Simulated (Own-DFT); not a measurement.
# Misfit strain and the stress it brings: diamond-structure SiGeSn with randomly placed atoms, 64 atoms (Ge52Si8Sn4)

The numbers are computed, not measured, by runs of the plane-wave DFT program Own-DFT (in-house, retired, unreviewed) at fixed positions, with no spin and no spin-orbit coupling.

Settings: PBE; PseudoDojo norm-conserving scalar-relativistic files; cutoff 49 hartree; 3 x 3 x 3 k mesh centred on Gamma; Fermi-Dirac smearing of 0.1 eV.

Keep in mind: forces on such cells moved up to 12 meV/angstrom on a denser k mesh; stress not checked against mesh or cutoff.

Unstrained cell vectors in Å: (11.363, 0.000, 0.000); (0.000, 11.363, 0.000); (0.000, 0.000, 11.363). The unstrained cell has measured lattice constants (interpolated for alloys), not those of this functional. That, the random moves and any unrelaxed bonds set the pressure at no strain. Each run strains x and y alike by e, as a substrate would, and holds the height along z. All atoms carry random offsets, Gaussian with a width of 0.05 Å per axis. The random placing of the alloy's atoms differs from row to row. Stress is positive in tension.

| e (%) | u (Å) | (s_xx + s_yy)/2 (GPa) | s_zz (GPa) |
|---|---|---|---|
| -3.00 | 0.049 | -11.01 | -8.67 |
| -2.50 | 0.050 | ? | ? |
| -2.25 | 0.045 | -8.99 | -7.31 |
| -2.00 | 0.048 | -8.43 | -7.04 |
| -1.25 | 0.048 | -6.74 | -5.99 |
| -0.75 | 0.050 | -5.90 | -5.32 |
| -0.50 | 0.050 | -5.47 | -5.16 |
| -0.25 | 0.050 | -5.16 | -4.91 |
| 2.00 | 0.050 | -1.27 | -2.41 |
| 3.00 | 0.049 | 0.23 | -1.57 |

## Working it out

With e as a fraction, the in-plane stress is -4.5 + 183 e - 937 e² GPa (errors 3 and 156, scatter 0.15), and s_zz is -4.5 + 116 e - 649 e² GPa (slope ± 2, scatter 0.10). At e = 0 the first slope is C11 + C12 and the second 2 C12, both with the ions held to the strained lattice and at the cell's own pressure. The term in e² is negative: the layer stiffens under compression and softens under tension. A free layer would change its height as e changes, and the in-plane slope would drop by 2 C12²/C11 to the biaxial modulus. At fixed height, a misfit of 1 % moves the in-plane stress by about 1.8 GPa and s_zz by 1.2 GPa.

## Check

Q: what are the two stresses at e = -2.50 %?

Estimate: -9.7 and -7.8 GPa. Computed: -9.50 and -7.65 GPa.
